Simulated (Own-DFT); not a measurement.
Simulation results for Al₃₁GaO₄₈ (corundum with substituted atoms, atoms displaced), Al₃₂O₄₇ (corundum with one vacancy, atoms displaced)

All values are calculated (Own-DFT development build). A calculation, not a measurement: plane-wave PBE density functional theory by an unreviewed code, no spin, of a simulated periodic cell, stress positive in tension, free energy of the whole cell less one offset for each atom, defect cell not probed for a lower state with spin; oxygen file: force components 24 meV/angstrom off all-electron in one glass; forces on such cells passed a denser k mesh, this cell's mesh not checked; offsets are fitted by least squares, one for each functional and potential file, so energies compare only between cells with the same atoms and settings and are not formation energies; the far tail of each file's local potential was reset to the Coulomb form; each entry is a single point on an unrelaxed cell, so the pressure reflects the starting lattice, mostly measured values, from which strain is counted, and rises with the displacements; printed positions are rounded, which can move forces by about a meV/angstrom; the program is a retired in-house code; no spin-orbit coupling; before rounding, a Quantum ESPRESSO 7.3.1 run of the same cell and cutoff gave forces within 1 meV/angstrom rms on each cell, which checks the program and not the settings.

Common to all runs: functional PBE; potential files PseudoDojo norm-conserving, scalar-relativistic, standard set; wave cutoff 72 hartree; occupations Fermi-Dirac; smearing width 0.1 eV; k mesh 3 x 3 x 3 centred on Gamma.

(1) Al₃₁GaO₄₈ (corundum with substituted atoms, atoms displaced)

```
cell vectors (Å)
   5.4940     0.0000     8.6604
  -2.7470     4.7579     8.6604
  -2.7470    -4.7579     8.6604
atoms (fractions of the cell vectors)
Al  0.16279  0.16701  0.18237
Al  0.33792  0.31914  0.31340
Al  0.41595  0.41453  0.42100
Al  0.06730  0.08750  0.07913
O   0.29198  0.48313  0.11004
O   0.47334  0.10007  0.30373
O   0.13197  0.28263  0.47191
O   0.21456  0.03796  0.37084
O   0.03536  0.35685  0.23138
O   0.38834  0.22638  0.01760
Al  0.18527  0.17545  0.67613
Al  0.31197  0.34006  0.83109
Al  0.43630  0.43457  0.91892
Al  0.06934  0.08497  0.56813
O   0.26876  0.47103  0.63232
O   0.47350  0.12176  0.76925
O   0.11710  0.28192  0.97546
O   0.25127  0.00460  0.86326
O   0.04674  0.38141  0.70908
O   0.36619  0.23130  0.52473
Al  0.19420  0.65390  0.18230
Al  0.31998  0.81799  0.32790
Al  0.41018  0.91424  0.45050
Al  0.08830  0.56065  0.07178
O   0.28755  0.96825  0.12763
O   0.45913  0.63361  0.28224
O   0.11493  0.78460  0.47281
O   0.24311  0.53365  0.35509
O   0.00911  0.88323  0.23113
O   0.38412  0.70994  0.02211
Al  0.18471  0.68083  0.67038
Al  0.32986  0.81312  0.83145
Al  0.42166  0.91749  0.92342
Al  0.09115  0.55808  0.59594
O   0.26191  0.98161  0.62935
O   0.45569  0.64269  0.77347
O   0.12982  0.78288  0.97723
O   0.21031  0.52718  0.88710
O   0.03384  0.86913  0.72657
O   0.36153  0.73938  0.52700
Al  0.66455  0.17853  0.17639
Al  0.81311  0.32401  0.34469
Al  0.93223  0.43522  0.41475
Al  0.56999  0.10362  0.06541
O   0.77973  0.48554  0.12372
O   0.96522  0.13336  0.28351
O   0.61922  0.26926  0.47515
O   0.71201  0.03445  0.38170
O   0.52380  0.37696  0.23868
O   0.87575  0.22341  0.01989
Al  0.68917  0.16747  0.68299
Al  0.83776  0.30659  0.81891
Al  0.90521  0.43780  0.93243
Al  0.57055  0.07725  0.56459
O   0.78828  0.47359  0.61501
O   0.95444  0.14564  0.77512
O   0.64251  0.27268  0.94699
O   0.71856  0.03027  0.87241
O   0.53876  0.37875  0.70576
O   0.87337  0.21782  0.52722
Al  0.67718  0.66303  0.18204
Al  0.82757  0.82309  0.32550
Al  0.94132  0.94522  0.40753
Al  0.57908  0.56950  0.07024
O   0.79687  0.97618  0.10616
O   0.97286  0.62203  0.27528
O   0.63662  0.76582  0.46625
O   0.71850  0.53391  0.37226
O   0.51550  0.87990  0.23653
O   0.85072  0.71288  0.04447
Al  0.67156  0.66726  0.69227
Al  0.80756  0.83008  0.82606
Al  0.91774  0.91877  0.93088
Ga  0.57297  0.56792  0.58326
O   0.75594  0.96988  0.63898
O   0.98321  0.63447  0.77418
O   0.60641  0.78019  0.99055
O   0.72874  0.51883  0.87611
O   0.50950  0.88236  0.74509
O   0.86672  0.71401  0.54223
```

| Item | Value |
| --- | --- |
| free energy of cell above offsets | -40.236 eV |
| pressure | 16.94 GPa |
| stress xx | -17.18 GPa |
| stress yy | -16.36 GPa |
| stress zz | -17.28 GPa |
| stress yz | -0.96 GPa |
| stress xz | 1.42 GPa |
| stress xy | 0.28 GPa |

Force:
```
element  x (eV/Å)  y (eV/Å)  z (eV/Å)
     Al     2.059      0.51     2.952
     Al    -2.245    -1.766    -1.192
     Al    -0.828    -0.527     6.931
     Al     1.796    -0.203    -3.158
      O     1.106    -2.486    -1.098
      O     0.263     4.838       1.6
      O    -0.458     1.072    -1.316
      O     -0.75    -1.037     0.168
      O     -0.88      2.04     1.324
      O    -2.309     1.008    -0.487
     Al    -0.761    -0.612    -0.979
     Al     2.861    -1.614    -1.982
     Al    -0.085    -0.207    -1.819
     Al     0.607    -1.053     0.687
      O     2.958    -0.076     2.912
      O    -2.622     0.097     1.827
      O     0.004    -0.304     0.075
      O    -7.351       1.6     0.512
      O    -1.233    -3.774     -2.14
      O     1.398    -0.813    -0.302
     Al    -3.138     4.657     -0.75
     Al     0.437      1.54      1.75
     Al     2.388     2.672    -0.004
     Al    -4.253    -0.354       0.8
      O    -2.006      1.32    -1.894
      O     1.905    -2.082    -1.123
      O     1.625    -0.336     1.021
      O    -2.616    -2.778     0.105
      O     2.133     0.898     1.578
      O    -0.059    -1.404     0.664
     Al     -2.67    -0.562    -0.672
     Al     -3.29     2.253      0.31
     Al    -1.213    -0.447     5.254
     Al    -3.797     5.433    -2.625
      O     0.934    -0.857     0.416
      O     2.817    -2.334    -0.551
      O    -0.772    -0.736    -2.187
      O     3.052     1.871     -0.55
      O    -1.485     0.902     0.656
      O     0.556    -2.475    -0.858
     Al     2.506    -1.939     2.416
     Al    -0.449     1.478    -1.225
     Al    -0.328    -1.561     0.141
     Al     2.122    -5.657    -4.134
      O     0.948    -2.156    -3.011
      O     0.097     1.956    -0.374
      O     0.265     1.881     1.318
      O     2.028      1.53    -1.795
      O     5.078     2.069    -4.213
      O    -0.834    -0.336     0.985
     Al    -2.275     0.938    -3.861
     Al    -4.919     4.632      4.73
     Al     3.072     0.236     1.481
     Al    -1.535    -2.462     2.501
      O    -0.576    -2.172     0.795
      O     8.118    -3.685    -4.518
      O    -3.426     0.084     1.938
      O     0.183    -1.764     1.445
      O    -1.897    -3.506    -1.014
      O      0.02    -0.024     0.964
     Al    -5.111     1.359     0.426
     Al    -0.546    -0.781      0.13
     Al    -2.679    -5.369    -3.273
     Al    -2.197     0.209      1.95
      O    -3.476    -1.215     0.921
      O     1.346     1.182     0.834
      O    -2.362     0.452     1.029
      O     1.611    -1.693    -0.236
      O     1.203     0.579    -0.314
      O     4.303     3.245     3.732
     Al      1.51     3.488      0.33
     Al     0.399    -1.335     0.102
     Al     2.018     0.359    -0.043
     Ga     1.582     4.409     -0.08
      O     2.881     1.154     0.933
      O    -1.515    -1.837    -1.613
      O     1.856      0.77    -0.949
      O    -1.465    -0.294    -0.351
      O     7.569     1.494    -4.512
      O     0.791     0.402     0.559
```

(2) Al₃₂O₄₇ (corundum with one vacancy, atoms displaced)

```
cell vectors (Å)
   5.4940     0.0000     8.6604
  -2.7470     4.7579     8.6604
  -2.7470    -4.7579     8.6604
atoms (fractions of the cell vectors)
Al  0.17868  0.18588  0.16066
Al  0.30029  0.34252  0.33295
Al  0.42885  0.41320  0.42829
Al  0.07938  0.07345  0.07341
O   0.28979  0.45308  0.12926
O   0.46605  0.10662  0.29807
O   0.13991  0.27566  0.45105
O   0.20516  0.01930  0.39096
O   0.02247  0.37273  0.22399
O   0.37460  0.22244  0.02065
Al  0.18973  0.17267  0.66121
Al  0.31791  0.32568  0.83421
Al  0.41719  0.41090  0.94132
Al  0.07846  0.06447  0.57581
O   0.26434  0.49442  0.63047
O   0.44928  0.12935  0.78749
O   0.12610  0.27401  0.97280
O   0.24167  0.02285  0.86719
O   0.01828  0.38297  0.71358
O   0.37890  0.20895  0.54948
Al  0.17513  0.67327  0.16824
Al  0.32461  0.82654  0.33281
Al  0.42490  0.93223  0.41448
Al  0.07071  0.55439  0.08599
O   0.28777  0.95650  0.12956
O   0.47852  0.63114  0.27592
O   0.12230  0.76399  0.48986
O   0.22109  0.52039  0.36446
O   0.02565  0.88726  0.21173
O   0.37759  0.71464  0.04273
Al  0.18914  0.67729  0.67223
Al  0.32540  0.82398  0.82331
Al  0.41873  0.91835  0.95395
Al  0.05283  0.58271  0.58731
O   0.26905  0.97482  0.62408
O   0.46965  0.63691  0.77024
O   0.22759  0.52241  0.87466
O   0.01149  0.88054  0.73331
O   0.36951  0.74001  0.52044
Al  0.69455  0.16720  0.17266
Al  0.83797  0.31725  0.31916
Al  0.92101  0.43343  0.41769
Al  0.59786  0.07618  0.05911
O   0.77520  0.47468  0.11488
O   0.98284  0.11310  0.30239
O   0.62274  0.27823  0.46871
O   0.71556  0.02657  0.39606
O   0.50574  0.37369  0.24592
O   0.89859  0.21248  0.01702
Al  0.69440  0.16372  0.66635
Al  0.83521  0.31256  0.82459
Al  0.92019  0.43869  0.92506
Al  0.56774  0.07424  0.56742
O   0.79136  0.46816  0.61537
O   0.97155  0.11572  0.77834
O   0.63762  0.27420  0.95944
O   0.72405  0.03465  0.86802
O   0.53139  0.38147  0.71263
O   0.87366  0.23643  0.52271
Al  0.67087  0.67488  0.17906
Al  0.81309  0.83207  0.33040
Al  0.92766  0.93841  0.42012
Al  0.56027  0.61042  0.06663
O   0.78106  0.97909  0.12485
O   0.96829  0.62317  0.27501
O   0.65147  0.76497  0.47222
O   0.71587  0.53377  0.37114
O   0.52245  0.85742  0.24368
O   0.87858  0.71539  0.02189
Al  0.67819  0.66752  0.68015
Al  0.82563  0.82961  0.82673
Al  0.93139  0.90740  0.92581
Al  0.56735  0.56742  0.58392
O   0.78282  0.96499  0.62675
O   0.97950  0.63102  0.75769
O   0.65361  0.77288  0.96788
O   0.73271  0.52417  0.86626
O   0.53057  0.86192  0.71612
O   0.88629  0.71485  0.52876
```

| Item | Value |
| --- | --- |
| free energy of cell above offsets | -42.383 eV |
| pressure | 15.46 GPa |
| stress xx | -14.87 GPa |
| stress yy | -15.5 GPa |
| stress zz | -16.01 GPa |
| stress yz | -1.49 GPa |
| stress xz | -0.64 GPa |
| stress xy | -0.97 GPa |

Force:
```
element  x (eV/Å)  y (eV/Å)  z (eV/Å)
     Al    -0.308    -3.416     0.528
     Al     5.943    -0.693    -0.336
     Al    -2.126     0.798     1.944
     Al     1.785     0.435    -0.902
      O    -1.339     1.725    -1.166
      O     1.234     5.234     2.294
      O    -3.377    -2.456     -1.53
      O      1.99     2.634    -0.323
      O     1.239     0.142    -0.464
      O      0.66    -1.662     1.269
     Al    -2.312    -1.439     0.064
     Al     2.492     2.652    -2.403
     Al     2.019     2.937     1.611
     Al    -1.995     0.764     0.972
      O     4.092    -2.231    -2.001
      O     2.129    -0.651     1.329
      O    -1.083    -0.305     0.456
      O    -1.912    -0.905    -0.736
      O     2.278    -1.288     0.408
      O     -2.39     3.134    -1.731
     Al    -0.852       0.3     0.414
     Al    -0.847    -0.885    -2.554
     Al    -0.439    -4.029     0.143
     Al    -0.005     3.116     1.547
      O    -4.185    -0.664     2.352
      O     -0.61     -0.57    -1.754
      O      0.64     4.567     0.333
      O    -3.708     0.636     3.741
      O     -0.16    -1.416    -0.236
      O    -2.195     2.335    -1.776
     Al    -1.839     0.145    -1.435
     Al    -0.461     0.671     0.124
     Al     3.511     5.347    -2.239
     Al     4.661     0.033     0.278
      O     1.022    -0.603     0.489
      O     0.535    -2.377    -1.625
      O     -1.69    -0.478     0.961
      O      3.19     0.362    -0.609
      O     0.688    -3.129     1.198
     Al    -2.858     0.675     1.112
     Al    -3.347     0.226    -0.915
     Al    -0.837    -1.851     1.115
     Al    -2.433    -1.552    -0.532
      O    -0.302    -2.048     1.439
      O     0.679     3.306    -1.269
      O     1.392    -0.734     1.282
      O     4.398     3.305    -2.728
      O     4.129     1.255      -1.2
      O    -2.758    -0.294    -0.562
     Al    -2.417     1.657    -0.555
     Al     0.558     2.021    -0.263
     Al     1.403     0.899    -1.532
     Al    -1.031    -4.428     3.171
      O    -1.358     -1.16     0.052
      O     0.192     0.248     0.807
      O    -1.789    -1.021     0.232
      O     -0.21    -1.239    -0.092
      O    -0.306    -2.901    -1.164
      O     0.744    -1.434    -0.861
     Al     0.656    -0.829     1.092
     Al     2.962    -0.419     1.514
     Al     0.764    -4.128    -1.179
     Al      5.34    -5.064    -0.175
      O      0.77    -0.599    -1.286
      O     0.787     1.368     0.463
      O     -3.61    -0.125    -3.241
      O     0.871    -0.705     0.264
      O     1.667     4.084     1.203
      O    -0.137    -1.043     1.321
     Al     1.389     0.946    -0.414
     Al     2.808     1.115    -2.022
     Al     0.346     0.223     3.554
     Al     1.068     2.534     1.566
      O    -1.173     0.381      0.84
      O    -4.239      -3.7     2.789
      O    -4.768    -0.132    -3.288
      O    -2.048    -1.135     0.745
      O    -0.786      0.58     2.304
      O    -2.794     2.944     -2.22
```

(3) Al₃₁GaO₄₈ (corundum with substituted atoms, atoms displaced)

```
cell vectors (Å)
   5.4940     0.0000     8.6604
  -2.7470     4.7579     8.6604
  -2.7470    -4.7579     8.6604
atoms (fractions of the cell vectors)
Al  0.18059  0.17927  0.17656
Al  0.31869  0.33025  0.32031
Al  0.42609  0.42789  0.42419
Ga  0.07702  0.07651  0.07163
O   0.27586  0.46784  0.12830
O   0.47651  0.12383  0.27738
O   0.12303  0.28467  0.46660
O   0.22594  0.03014  0.36714
O   0.02970  0.36983  0.22487
O   0.37888  0.22422  0.02024
Al  0.17684  0.17440  0.67663
Al  0.32925  0.32028  0.82361
Al  0.42969  0.42461  0.92744
Al  0.06977  0.07730  0.57175
O   0.28300  0.46486  0.62816
O   0.47610  0.12604  0.77651
O   0.13302  0.27666  0.96709
O   0.22564  0.02520  0.87399
O   0.02389  0.37806  0.71741
O   0.37548  0.21840  0.53194
Al  0.17345  0.68075  0.17916
Al  0.32099  0.82862  0.32151
Al  0.42469  0.93065  0.42175
Al  0.06967  0.57871  0.07551
O   0.28291  0.97316  0.12480
O   0.47365  0.61877  0.28007
O   0.12782  0.77773  0.46795
O   0.22656  0.52392  0.37158
O   0.02940  0.86552  0.22673
O   0.37396  0.72131  0.02777
Al  0.17303  0.67118  0.67576
Al  0.31761  0.82609  0.82868
Al  0.42042  0.93109  0.92567
Al  0.06993  0.57351  0.57950
O   0.28338  0.96659  0.62663
O   0.46772  0.62532  0.78281
O   0.13015  0.77112  0.97585
O   0.22829  0.52538  0.87721
O   0.02994  0.87670  0.71215
O   0.37670  0.71661  0.52831
Al  0.67178  0.17771  0.17099
Al  0.82703  0.32011  0.32118
Al  0.92879  0.42654  0.42544
Al  0.57496  0.07317  0.07024
O   0.78140  0.47337  0.12416
O   0.97350  0.12291  0.27560
O   0.62750  0.27157  0.47229
O   0.72206  0.03018  0.37205
O   0.52030  0.37487  0.22900
O   0.87499  0.22232  0.02820
Al  0.67366  0.17011  0.67983
Al  0.81853  0.32778  0.82975
Al  0.92540  0.42572  0.92144
Al  0.58114  0.07120  0.56840
O   0.77921  0.46829  0.62487
O   0.97388  0.12428  0.78146
O   0.62804  0.28052  0.97118
O   0.71821  0.02953  0.87175
O   0.52621  0.37723  0.72489
O   0.87513  0.21817  0.53394
Al  0.67292  0.67693  0.17280
Al  0.82283  0.81873  0.32839
Al  0.92578  0.92778  0.42327
Al  0.57525  0.57362  0.06854
O   0.77878  0.97900  0.12238
O   0.97291  0.62408  0.27605
O   0.61960  0.77931  0.47643
O   0.72498  0.52830  0.36493
O   0.53003  0.87613  0.22263
O   0.87489  0.72239  0.02670
Al  0.67422  0.67338  0.67903
Al  0.82213  0.82689  0.81922
Al  0.92511  0.92468  0.92830
Al  0.56587  0.57560  0.58090
O   0.77497  0.97832  0.62266
O   0.96780  0.63487  0.77899
O   0.62065  0.77982  0.97055
O   0.72314  0.52449  0.87473
O   0.53392  0.86972  0.72512
O   0.87454  0.71934  0.52715
```

| Quantity | Value |
| --- | --- |
| free energy of cell above offsets | -56.730 eV |
| pressure | 8.78 GPa |
| stress xx | -8.89 GPa |
| stress yy | -9.18 GPa |
| stress zz | -8.28 GPa |
| stress yz | 0.21 GPa |
| stress xz | -0.12 GPa |
| stress xy | 0.18 GPa |

Force:
```
element  x (eV/Å)  y (eV/Å)  z (eV/Å)
     Al     0.209     0.748    -0.833
     Al     0.649    -0.948     0.622
     Al     0.353    -0.933    -0.343
     Ga    -0.308    -0.765    -0.924
      O     0.289     0.577    -0.086
      O     -0.67       0.4    -0.537
      O     0.515    -1.346     0.102
      O    -0.625     -0.97     0.859
      O    -0.105     0.568     0.215
      O     0.072    -1.166      0.62
     Al     0.296     0.466    -0.278
     Al    -0.215     0.456     0.595
     Al     -0.92     0.265    -0.565
     Al     0.613    -0.497     0.491
      O    -1.052     0.773    -0.505
      O    -0.341    -0.625    -0.705
      O    -1.024     0.825      0.06
      O     0.503     0.596    -0.334
      O    -0.002    -0.405     0.842
      O    -0.185     0.044    -0.213
     Al     1.386    -0.765    -0.913
     Al     0.965    -1.101     0.262
     Al     0.239    -0.865     0.222
     Al     1.211    -0.559    -0.405
      O      0.47     0.036    -0.028
      O    -0.486     1.325     0.519
      O    -0.483    -0.387    -0.437
      O    -1.551    -0.234     0.792
      O    -1.004     0.497     0.704
      O    -0.082    -0.045     0.332
     Al     0.667     0.007     1.735
     Al     1.369    -0.103    -0.116
     Al      1.21    -0.049     0.162
     Al     1.126     0.969    -0.608
      O    -0.765     0.862    -0.455
      O     0.535     0.132     0.364
      O    -1.273      0.82    -0.574
      O    -0.997     0.637    -0.877
      O    -0.512    -0.479     0.564
      O    -0.785     0.718    -0.277
     Al    -0.292     -0.85     1.322
     Al    -0.874     0.037     0.692
     Al    -0.893     0.075    -1.157
     Al    -0.169    -0.162     0.156
      O     0.551     0.574    -1.346
      O    -0.544    -0.414     1.021
      O    -0.151     0.732     0.368
      O     0.671    -0.185    -0.228
      O     1.573     0.901    -0.185
      O    -1.017     0.873    -0.351
     Al    -0.119     1.814     0.579
     Al     1.676     0.349    -1.063
     Al    -0.007      -0.6     1.404
     Al    -1.161      -0.1    -0.318
      O    -0.673     0.125     0.361
      O     0.066    -0.024    -0.333
      O    -0.555    -0.215    -0.698
      O     0.349    -0.991     0.942
      O     0.946    -0.213    -0.403
      O    -0.365     0.684    -0.583
     Al     0.084    -0.454     0.356
     Al    -0.408     0.648     -0.07
     Al     0.014    -0.228    -0.193
     Al     -0.94    -0.779     0.521
      O      0.59    -0.615    -0.799
      O    -0.491    -0.018     0.153
      O      0.61     0.053     0.012
      O    -0.691    -1.101     1.144
      O      0.23     0.067    -0.527
      O    -0.233     0.585     0.182
     Al    -0.238     0.644    -0.417
     Al    -0.761     0.013     0.742
     Al     0.444     0.343     0.017
     Al     1.282     0.552    -0.341
      O     1.219    -0.646    -0.528
      O     1.318    -1.103    -1.851
      O     0.445    -0.196     0.395
      O    -0.239     0.177      0.43
      O    -0.368     0.466     0.016
      O    -0.173    -0.298     0.523
```
